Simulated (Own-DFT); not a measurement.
# Which defects push the lattice out? diamond germanium

Source: density functional calculations with Own-DFT, an unreviewed in-house program that is no longer used. Nothing was measured or relaxed, and spin and spin-orbit coupling are left out.

All runs used: PBE; PseudoDojo norm-conserving scalar-relativistic files; cutoff 42 hartree; 3 x 3 x 6 k mesh centred on Gamma; Fermi-Dirac smearing of 0.1 eV.

Keep in mind (not all hold for every row): not probed for a lower state with spin; smearing too wide for converged forces on cells of this kind; forces on such cells failed a check on a denser k mesh; stress not checked against mesh or cutoff.

All runs share one cell, with vectors in Å (11.316, 0.000, 0.000); (0.000, 11.316, 0.000); (0.000, 0.000, 5.658) and a volume of 724.5 Å³. The atoms are randomly displaced, by u rms on each axis. The defect's site can differ from row to row.

```
cell,formula,u (Å),P (GPa)
no defect,Ge32,0.0190,3.90
no defect,Ge32,0.0211,3.89
no defect,Ge32,0.0483,4.21
one added Ge,Ge33,0.0257,7.77
one added Ge,Ge33,0.0287,8.10
one added Ge,Ge33,0.0491,?
one added Ge,Ge33,0.0513,8.24
one Ge vacancy,Ge31,0.0304,3.42
one Ge vacancy,Ge31,0.0431,3.64
one Ge vacancy,Ge31,0.0480,3.83
```

## What the rows give

P = P0 + c u² + a shift for each defect gives P0 = 3.80 GPa, c = 187 ± 45 GPa/Å² and a scatter of 0.11 GPa. The shifts, and each times the cell's volume:

- one added Ge: 3.97 ± 0.09 GPa, 18.0 eV
- one Ge vacancy: -0.49 ± 0.09 GPa, -2.2 eV

A positive shift means that the defect pushes the cell outwards. Shift times volume (160.2 GPa Å³ is 1 eV) depends little on the cell's size, so, taken for each site, it can be compared between cells at like pressure. The atoms around the defects weren't relaxed, which would change these numbers.

## The run left out

Q: what pressure belongs in the blank (one added Ge, u = 0.0491 Å)?

Estimate: 8.23 ± 0.13 GPa. Computed: 7.78 GPa. The miss is larger than the scatter suggests: chance, or a term that the fit lacks.
